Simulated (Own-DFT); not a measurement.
## Calculated data, Al35N37 (wurtzite with substituted atoms, atoms displaced), AlSi17C18 (2H silicon carbide with substituted atoms, atoms displaced)

Computed with Own-DFT development build. A calculation, not a measurement: plane-wave PBE density functional theory by an unreviewed code, no spin, of a simulated periodic cell, stress positive in tension, free energy of the whole cell less one offset for each atom, not probed for a lower state with spin; forces on such cells passed a denser k mesh, this cell's mesh not checked; offsets are fitted by least squares, one for each functional and potential file, so energies compare only between cells with the same atoms and settings and are not formation energies; the far tail of each file's local potential was reset to the Coulomb form; each entry is a single point on an unrelaxed cell, so the pressure reflects the starting lattice, mostly measured values (interpolated for alloys), from which strain is counted, and rises with the displacements; printed positions are rounded, which can move forces by about a meV/angstrom; the program, named Own-DFT, is a retired in-house code; no spin-orbit coupling; before rounding, a Quantum ESPRESSO 7.3.1 run of the same cell and cutoff gave forces within 1 meV/angstrom rms on each cell, which checks the program and not the settings.

Settings shared by all entries: functional PBE; potential files PseudoDojo norm-conserving, scalar-relativistic, standard set; wave cutoff 42 hartree; occupations Fermi-Dirac; smearing width 0.1 eV.

(1) 
```cif
# cell vector a (Å): 9.3360 0.0000 0.0000
# cell vector b (Å): -4.6680 8.0852 0.0000
# cell vector c (Å): 0.0000 0.0000 9.9640
data_Al35N37
_symmetry_space_group_name_H-M 'P 1'
_symmetry_Int_Tables_number 1
_cell_length_a 9.3360
_cell_length_b 9.3360
_cell_length_c 9.9640
_cell_angle_alpha 90.000
_cell_angle_beta 90.000
_cell_angle_gamma 120.000
_cell_volume 752.12
loop_
_atom_site_label
_atom_site_type_symbol
_atom_site_fract_x
_atom_site_fract_y
_atom_site_fract_z
_atom_site_occupancy
Al1 Al 0.10982 0.22358 0.00115 1
Al2 Al 0.23421 0.11303 0.24424 1
N1 N 0.11331 0.22049 0.17945 1
N2 N 0.22536 0.11166 0.44068 1
Al3 Al 0.09471 0.19857 0.50319 1
Al4 Al 0.23459 0.12414 0.73351 1
N3 N 0.10271 0.21778 0.68908 1
N4 N 0.21568 0.12085 0.92743 1
Al5 Al 0.11689 0.55143 0.99259 1
Al6 Al 0.22045 0.44003 0.24758 1
N5 N 0.11347 0.54732 0.19438 1
N6 N 0.22087 0.42557 0.43887 1
Al7 Al 0.10935 0.55096 0.49645 1
Al8 Al 0.20011 0.42342 0.75380 1
N7 N 0.10357 0.55515 0.68053 1
N8 N 0.24084 0.45170 0.94072 1
Al9 Al 0.10164 0.89551 0.99451 1
Al10 Al 0.22251 0.79784 0.25115 1
N9 N 0.10716 0.90060 0.18721 1
N10 N 0.21992 0.76817 0.45705 1
Al11 Al 0.10233 0.89274 0.49808 1
Al12 Al 0.22364 0.78360 0.74480 1
N11 N 0.13815 0.90364 0.69581 1
N12 N 0.21614 0.76931 0.93791 1
Al13 Al 0.43879 0.21811 0.99534 1
Al14 Al 0.54277 0.10345 0.25833 1
N13 N 0.43339 0.20643 0.18101 1
N14 N 0.55670 0.10627 0.44413 1
Al15 Al 0.43268 0.20884 0.49754 1
Al16 Al 0.55253 0.12697 0.74535 1
N15 N 0.44699 0.22665 0.69454 1
N16 N 0.54756 0.11333 0.93158 1
N17 N 0.44463 0.55540 0.99695 1
Al17 Al 0.56254 0.45740 0.24877 1
N18 N 0.44271 0.55797 0.18040 1
N19 N 0.55858 0.45361 0.44422 1
Al18 Al 0.45103 0.54265 0.50411 1
Al19 Al 0.55068 0.43935 0.74600 1
N20 N 0.43849 0.54406 0.70518 1
N21 N 0.55081 0.44834 0.94064 1
Al20 Al 0.43960 0.89658 0.00746 1
Al21 Al 0.56908 0.76417 0.24331 1
N22 N 0.44447 0.88286 0.19439 1
N23 N 0.55848 0.77924 0.43660 1
Al22 Al 0.43646 0.87409 0.49078 1
Al23 Al 0.55666 0.76633 0.75140 1
N24 N 0.45744 0.89075 0.68171 1
N25 N 0.54941 0.76704 0.93674 1
Al24 Al 0.78501 0.21596 0.99269 1
Al25 Al 0.89055 0.11354 0.24958 1
N26 N 0.77777 0.22019 0.20425 1
N27 N 0.88790 0.10485 0.45329 1
Al26 Al 0.78012 0.23482 0.49451 1
Al27 Al 0.89499 0.11195 0.74689 1
N28 N 0.77638 0.20782 0.69518 1
N29 N 0.88076 0.10501 0.93305 1
Al28 Al 0.78046 0.54356 0.00029 1
Al29 Al 0.89485 0.44260 0.26520 1
N30 N 0.79070 0.57291 0.17961 1
N31 N 0.86688 0.42951 0.44315 1
Al30 Al 0.76692 0.53959 0.51288 1
Al31 Al 0.89146 0.44140 0.75572 1
N32 N 0.76814 0.55979 0.69200 1
N33 N 0.89313 0.46182 0.94573 1
Al32 Al 0.77062 0.90276 0.00406 1
Al33 Al 0.88524 0.77658 0.24945 1
N34 N 0.78540 0.90262 0.18502 1
N35 N 0.88384 0.77089 0.44421 1
Al34 Al 0.78577 0.88810 0.50700 1
Al35 Al 0.89221 0.78880 0.75864 1
N36 N 0.78114 0.88065 0.71105 1
N37 N 0.89980 0.79103 0.93985 1
_calc_k_mesh '3 x 3 x 2 centred on Gamma'
_calc_free_energy_of_cell_above_offsets '-12.640'  # eV
_calc_pressure 6.73  # GPa
_calc_stress_xx -8.33  # GPa
_calc_stress_yy -6.41  # GPa
_calc_stress_zz -5.43  # GPa
_calc_stress_yz -0.35  # GPa
_calc_stress_xz 0.19  # GPa
_calc_stress_xy 0.77  # GPa
```

Force:
```csv
element,x (eV/Å),y (eV/Å),z (eV/Å)
Al,0.489,0.211,-1.576
Al,-3.695,0.116,0.697
N,-0.19,-0.183,2.604
N,-1.149,-1.081,-0.774
Al,1.379,3.43,-0.547
Al,-1.88,-1.383,2.872
N,1.618,-0.594,-0.752
N,1.407,-0.671,0.611
Al,-0.098,1.114,1.832
Al,0.792,-0.087,0.194
N,-1.631,1.48,-0.054
N,-0.66,0.704,0.371
Al,0.745,-1.429,-0.13
Al,1.521,3.741,-0.626
N,0.544,-0.732,1.929
N,-1.949,-1.277,-0.075
Al,2.824,0.749,-0.063
Al,1.199,-2.943,-0.013
N,0.81,-1.123,0.633
N,-2.53,1.312,-3.102
Al,2.266,-1.481,1.328
Al,3.166,-1.191,0.505
N,-4.097,-0.007,-2.182
N,-0.148,1.707,0.42
Al,-1.323,0.982,-0.587
Al,1.943,0.437,-1.153
N,2.275,2.61,1.076
N,-1.529,0.304,-0.047
Al,2.233,1.803,0.595
Al,3.604,-3.871,0.045
N,-0.482,0.866,-2.904
N,1.481,0.091,1.342
N,0.382,0.2,-0.301
Al,0.412,-1.136,-1.011
N,0.895,-1.485,0.891
N,2.429,-3.442,-2.058
Al,-4.663,2.465,1.397
Al,-0.204,1.673,2.08
N,-1.225,-0.206,-2.693
N,1.349,-0.729,0.236
Al,0.341,-1.767,-1.685
Al,-2.553,2.358,0.981
N,-0.31,0.58,0.317
N,1.584,-1.527,0.038
Al,1.643,1.474,1.887
Al,-1.525,0.614,-0.377
N,-1.049,-0.171,0.982
N,-0.536,1.392,1.884
Al,-3.063,1.662,1.309
Al,0.689,0.296,1.014
N,-0.89,0.211,-1.537
N,-1.571,-0.013,-1.998
Al,0.924,-6.399,2.653
Al,-1.525,-2.209,0.425
N,-1.421,2.833,-0.764
N,1.293,1.972,0.577
Al,-4.717,3.787,-0.112
Al,-0.599,0.519,-3.478
N,-0.354,-2.733,2.701
N,1.359,4.961,-0.175
Al,0.121,2.126,-1.075
Al,-1.136,0.251,-0.899
N,2.058,-0.379,1.266
N,4.225,-4.266,-2.019
Al,1.741,-3.344,-1.664
Al,0.233,1.675,-0.076
N,0.264,-1.548,1.264
N,0.408,-0.197,-0.55
Al,-2.239,-1.157,0.668
Al,3.08,-1.828,0.111
N,-1.942,2.045,-3.427
N,-2.843,-2.161,0.753
```

(2) 
```cif
# cell vector a (Å): 9.3360 0.0000 0.0000
# cell vector b (Å): -4.6680 8.0852 0.0000
# cell vector c (Å): 0.0000 0.0000 9.9640
data_Al35N37
_symmetry_space_group_name_H-M 'P 1'
_symmetry_Int_Tables_number 1
_cell_length_a 9.3360
_cell_length_b 9.3360
_cell_length_c 9.9640
_cell_angle_alpha 90.000
_cell_angle_beta 90.000
_cell_angle_gamma 120.000
_cell_volume 752.12
loop_
_atom_site_label
_atom_site_type_symbol
_atom_site_fract_x
_atom_site_fract_y
_atom_site_fract_z
_atom_site_occupancy
Al1 Al 0.11033 0.21845 0.00453 1
Al2 Al 0.21324 0.10556 0.25574 1
N1 N 0.10879 0.22918 0.19528 1
N2 N 0.21477 0.09914 0.44703 1
Al3 Al 0.11047 0.22366 0.49502 1
Al4 Al 0.21784 0.11358 0.75725 1
N3 N 0.11978 0.23515 0.68614 1
N4 N 0.21408 0.11061 0.94233 1
Al5 Al 0.10541 0.54909 0.00113 1
Al6 Al 0.22537 0.45460 0.25071 1
N5 N 0.09463 0.54611 0.19231 1
N6 N 0.22071 0.43461 0.42578 1
Al7 Al 0.11457 0.56288 0.49732 1
Al8 Al 0.21991 0.44834 0.74390 1
N7 N 0.11654 0.55584 0.69988 1
N8 N 0.23164 0.44992 0.93881 1
Al9 Al 0.10074 0.88266 0.00262 1
N9 N 0.21562 0.77903 0.24634 1
N10 N 0.12506 0.90222 0.19489 1
N11 N 0.20511 0.76508 0.43609 1
Al10 Al 0.10981 0.88799 0.50001 1
Al11 Al 0.22159 0.78715 0.75089 1
N12 N 0.11974 0.89770 0.69767 1
N13 N 0.21407 0.76897 0.94458 1
Al12 Al 0.44594 0.22513 0.00003 1
Al13 Al 0.54287 0.10141 0.24441 1
N14 N 0.45364 0.22909 0.19205 1
N15 N 0.56016 0.11780 0.43883 1
Al14 Al 0.43693 0.22018 0.50173 1
Al15 Al 0.54953 0.11140 0.74581 1
N16 N 0.44534 0.22542 0.69349 1
N17 N 0.54771 0.11192 0.94159 1
Al16 Al 0.44174 0.56418 0.00136 1
Al17 Al 0.55300 0.44010 0.24580 1
N18 N 0.43262 0.54382 0.18947 1
N19 N 0.55794 0.45347 0.44092 1
Al18 Al 0.44746 0.55765 0.50665 1
Al19 Al 0.56191 0.45384 0.74609 1
N20 N 0.45564 0.54702 0.69924 1
N21 N 0.55934 0.45081 0.93884 1
Al20 Al 0.45099 0.88756 0.00040 1
Al21 Al 0.55566 0.78217 0.24480 1
N22 N 0.44798 0.90308 0.19965 1
N23 N 0.56051 0.77440 0.44963 1
Al22 Al 0.43502 0.88260 0.50166 1
Al23 Al 0.55640 0.77451 0.74426 1
N24 N 0.44083 0.89386 0.68886 1
N25 N 0.55728 0.79095 0.94618 1
Al24 Al 0.79105 0.22923 0.00141 1
Al25 Al 0.90043 0.11860 0.25096 1
N26 N 0.77755 0.21534 0.19469 1
N27 N 0.88032 0.10948 0.44408 1
Al26 Al 0.77880 0.23116 0.49621 1
Al27 Al 0.89318 0.10336 0.74969 1
N28 N 0.78392 0.23092 0.68866 1
N29 N 0.88941 0.10727 0.93823 1
Al28 Al 0.77993 0.55996 0.99896 1
Al29 Al 0.89154 0.44471 0.25874 1
N30 N 0.77934 0.55827 0.19907 1
N31 N 0.88973 0.44114 0.43704 1
Al30 Al 0.78426 0.57151 0.49925 1
Al31 Al 0.88874 0.43154 0.75433 1
N32 N 0.76924 0.54725 0.68409 1
N33 N 0.89419 0.45515 0.93975 1
Al32 Al 0.75872 0.88198 0.99868 1
Al33 Al 0.89170 0.77999 0.24888 1
N34 N 0.78417 0.89748 0.18606 1
N35 N 0.89020 0.78353 0.43758 1
Al34 Al 0.77746 0.89488 0.50548 1
Al35 Al 0.88627 0.76633 0.74458 1
N36 N 0.77815 0.89292 0.68522 1
N37 N 0.89134 0.77465 0.93147 1
_calc_k_mesh '3 x 3 x 2 centred on Gamma'
_calc_free_energy_of_cell_above_offsets '-17.438'  # eV
_calc_pressure 5.64  # GPa
_calc_stress_xx -4.64  # GPa
_calc_stress_yy -8.02  # GPa
_calc_stress_zz -4.27  # GPa
_calc_stress_yz -0.69  # GPa
_calc_stress_xz -0.15  # GPa
_calc_stress_xy 0.07  # GPa
```

Force:
```csv
element,x (eV/Å),y (eV/Å),z (eV/Å)
Al,-0.461,1.154,-0.316
Al,1.245,3.207,0.288
N,1.93,-0.291,-0.7
N,-0.244,1.815,-1.063
Al,-0.388,-0.693,0.525
Al,0.733,1.26,-0.957
N,-0.322,-1.857,0.119
N,1.128,-0.442,0.794
Al,1.036,1.132,0.033
Al,-0.911,-0.762,-1.421
N,2.081,0.965,-1.011
N,-0.23,1.947,3.977
Al,0.162,-3.843,0.584
Al,2.315,-0.384,1.832
N,-1.751,1.595,-2.283
N,-1.734,-1.148,0.058
Al,1.775,0.698,-0.549
N,-0.308,0.322,0.817
N,-0.675,-3.258,-0.872
N,1.03,2.913,-0.437
Al,-0.451,-0.561,0.638
Al,1.077,-1.5,1.52
N,-1.656,-1.078,-1.642
N,0.658,1.415,-0.079
Al,-0.739,0.341,-0.037
Al,1.064,5.272,2.32
N,-1.77,-1.622,-0.511
N,-1.319,-1.402,0.357
Al,1.216,0.971,-0.122
Al,1.036,1.077,0.711
N,-0.877,-0.097,-0.188
N,1.824,-0.234,-0.313
Al,1.389,-1.122,-0.312
Al,0.007,1.406,1.352
N,1.184,2.753,-0.51
N,0.251,-1.122,-0.114
Al,0.022,-1.066,-1.02
Al,2.218,-3.553,1.942
N,-5.164,3.023,-1.864
N,-0.311,0.197,0.532
Al,-4.494,1.635,0.803
Al,0.361,-0.734,1.538
N,0.866,-5.475,-2.4
N,-1.909,0.491,-1.116
Al,0.908,1.319,-1.456
Al,-0.724,0.588,0.331
N,0.839,-1.387,0.245
N,-0.006,-3.158,-2.303
Al,-1.649,-0.671,0.167
Al,-2.326,-1.108,0.834
N,-0.463,0.854,-0.785
N,1.29,0.639,-0.558
Al,-0.001,-1.317,0.704
Al,-0.879,2.177,-0.442
N,0.018,-2.971,0.031
N,-0.163,0.175,0.21
Al,-0.257,-0.592,0.764
Al,-2.053,-1.1,-1.344
N,0.155,0.095,-1.395
N,-0.282,2.107,1.944
Al,-0.033,-2.646,-0.959
Al,-0.774,2.603,-0.444
N,2.327,1.351,0.453
N,-0.312,-1.855,0.17
Al,4.513,2.135,0.412
Al,-0.239,-0.064,0.166
N,-0.079,-1.119,0.407
N,0.036,0.831,0.662
Al,0.418,-0.172,-1.84
Al,-0.052,1.063,0.098
N,0.723,-1.419,1.92
N,-1.833,0.3,1.105
```

(3) 
```cif
# cell vector a (Å): 9.2481 0.0000 0.0000
# cell vector b (Å): -4.6241 8.0091 0.0000
# cell vector c (Å): 0.0000 0.0000 10.0681
data_AlSi17C18
_symmetry_space_group_name_H-M 'P 1'
_symmetry_Int_Tables_number 1
_cell_length_a 9.2481
_cell_length_b 9.2481
_cell_length_c 10.0681
_cell_angle_alpha 90.000
_cell_angle_beta 90.000
_cell_angle_gamma 120.000
_cell_volume 745.73
loop_
_atom_site_label
_atom_site_type_symbol
_atom_site_fract_x
_atom_site_fract_y
_atom_site_fract_z
_atom_site_occupancy
Al1 Al 0.00286 0.99769 0.99409 1
Al2 Al 0.11319 0.22627 0.25115 1
C1 C 0.99922 0.00027 0.18723 1
C2 C 0.11105 0.22271 0.43171 1
Si1 Si 0.99619 0.99939 0.50247 1
Si2 Si 0.11700 0.22415 0.75151 1
C3 C 0.99695 0.99546 0.68847 1
C4 C 0.11266 0.22543 0.93697 1
Si3 Si 0.99518 0.32991 0.99612 1
Si4 Si 0.10247 0.56056 0.25052 1
C5 C 0.00463 0.33232 0.18837 1
C6 C 0.11438 0.55534 0.43671 1
Si5 Si 0.00505 0.33697 0.50142 1
Si6 Si 0.11768 0.56005 0.75057 1
C7 C 0.99635 0.33047 0.68363 1
C8 C 0.11333 0.55413 0.93967 1
Si7 Si 0.00242 0.66860 0.99889 1
Si8 Si 0.11121 0.88869 0.24971 1
C9 C 0.99665 0.66474 0.18771 1
C10 C 0.10650 0.88767 0.43782 1
Si9 Si 0.00627 0.66833 0.49292 1
Si10 Si 0.11315 0.88743 0.74449 1
C11 C 0.00483 0.67441 0.68515 1
C12 C 0.11182 0.88748 0.93945 1
Si11 Si 0.33520 0.99924 0.99711 1
Si12 Si 0.44004 0.21949 0.24874 1
C13 C 0.33470 0.00548 0.19078 1
C14 C 0.44418 0.22596 0.43511 1
Si13 Si 0.33364 0.00300 0.49624 1
Si14 Si 0.45367 0.23065 0.75017 1
C15 C 0.33010 0.00398 0.68871 1
C16 C 0.44733 0.22197 0.93902 1
Si15 Si 0.33039 0.33206 0.99579 1
Si16 Si 0.43689 0.55608 0.25056 1
C17 C 0.32931 0.32873 0.19454 1
C18 C 0.44819 0.55547 0.43873 1
Si17 Si 0.33430 0.33255 0.50323 1
Si18 Si 0.44610 0.55287 0.75441 1
C19 C 0.33587 0.33795 0.69086 1
C20 C 0.44576 0.54844 0.93442 1
Si19 Si 0.33805 0.66553 0.99963 1
Si20 Si 0.44606 0.89115 0.25438 1
C21 C 0.33790 0.66517 0.18245 1
C22 C 0.44441 0.88654 0.44046 1
Si21 Si 0.33205 0.66821 0.50095 1
Si22 Si 0.44368 0.88875 0.74793 1
C23 C 0.33435 0.66221 0.68867 1
C24 C 0.43921 0.88345 0.93110 1
Si23 Si 0.67254 0.00036 0.00248 1
Si24 Si 0.77072 0.22235 0.25124 1
C25 C 0.67494 0.00090 0.18753 1
C26 C 0.78158 0.22459 0.43668 1
Si25 Si 0.66042 0.99693 0.49919 1
Si26 Si 0.77241 0.21280 0.74881 1
C27 C 0.66503 0.99668 0.68918 1
C28 C 0.77910 0.22502 0.94301 1
Si27 Si 0.66777 0.33176 0.00098 1
Si28 Si 0.78386 0.56443 0.24825 1
C29 C 0.67088 0.33336 0.18924 1
C30 C 0.78386 0.56245 0.43505 1
Si29 Si 0.66676 0.33059 0.49987 1
Si30 Si 0.77735 0.55322 0.74884 1
C31 C 0.66211 0.33317 0.69161 1
C32 C 0.77655 0.55345 0.94467 1
Si31 Si 0.66410 0.66345 0.99824 1
Si32 Si 0.78419 0.88690 0.25051 1
C33 C 0.65807 0.66921 0.19178 1
C34 C 0.78158 0.89132 0.43669 1
Si33 Si 0.65868 0.66573 0.49838 1
Si34 Si 0.78146 0.89129 0.75518 1
C35 C 0.65482 0.65879 0.68708 1
C36 C 0.78097 0.89041 0.93918 1
_calc_k_mesh '4 x 4 x 3 centred on Gamma'
_calc_free_energy_of_cell_above_offsets '-4.880'  # eV
_calc_pressure 6.18  # GPa
_calc_stress_xx -6.44  # GPa
_calc_stress_yy -4.91  # GPa
_calc_stress_zz -7.2  # GPa
_calc_stress_yz 0.32  # GPa
_calc_stress_xz -0.03  # GPa
_calc_stress_xy -0.74  # GPa
```

Force:
```csv
element,x (eV/Å),y (eV/Å),z (eV/Å)
Al,-0.358,1.002,1.34
Al,-0.336,-1.413,-0.952
C,0.831,-2.151,0.866
C,0.307,-0.092,4.854
Si,0.422,0.855,-0.759
Si,-1.07,-0.46,-0.175
C,0.331,0.861,0.098
C,-0.194,1.231,-0.967
Si,1.531,0.621,1.645
Si,2.84,-1.955,-0.758
C,-3.857,1.942,-1.203
C,-0.343,0.561,-0.073
Si,0.112,-1.176,-1.172
Si,-1.069,-0.878,-0.034
C,0.323,0.469,1.459
C,-0.263,0.241,-0.425
Si,0.078,-0.114,-0.122
Si,-1.07,0.971,-0.374
C,0.16,1.401,-0.593
C,1.044,0.573,-0.17
Si,-1.072,-0.143,1.367
Si,-0.736,0.718,1.74
C,0.15,-2.033,-0.189
C,2.48,-1.104,-1.589
Si,-0.508,-0.306,0.332
Si,0.206,1.712,0.098
C,0.842,-1.734,-0.724
C,0.822,-0.611,0.727
Si,-0.504,-0.063,0.684
Si,-2.008,-1.7,0.658
C,1.504,0.341,-0.832
C,-0.233,0.046,-0.239
Si,0.344,-0.692,1.858
Si,1.369,-1.414,0.41
C,2.633,2.36,-2.629
C,-2.011,-0.226,-0.292
Si,-0.967,0.076,-0.859
Si,-0.95,0.3,-1.009
C,0.483,-0.934,-0.459
C,-0.6,1.029,1.145
Si,-0.417,-0.297,-0.718
Si,0.565,-0.272,-1.529
C,-2.196,1.145,1.299
C,-0.901,0.353,-0.336
Si,1.097,-0.965,0.18
Si,-0.408,-0.301,-0.224
C,-0.195,0.799,-0.206
C,1.092,0.795,1.521
Si,-0.66,-0.441,-0.568
Si,2.705,0.004,-0.333
C,-1.432,-0.229,0.744
C,-0.661,-0.553,0.762
Si,1.88,0.909,0.114
Si,0.08,1.623,0.553
C,-0.073,-0.207,-0.542
C,-0.329,-1.226,-1.678
Si,-0.395,0.232,0.582
Si,-1.763,-1.541,0.308
C,-1.637,0.662,-0.275
C,-0.444,-0.94,0.718
Si,-0.199,1.106,-0.364
Si,-0.129,1.06,0.38
C,2.212,0.132,-1.254
C,0.43,0.228,-1.314
Si,0.143,1.012,0.819
Si,-0.563,1.025,-0.222
C,1.481,-0.786,-1.086
C,-1.342,-0.658,0.699
Si,2.149,0.73,0.361
Si,-0.577,-1.241,-0.586
C,2.021,1.458,0.177
C,-2.198,-1.724,-0.667
```
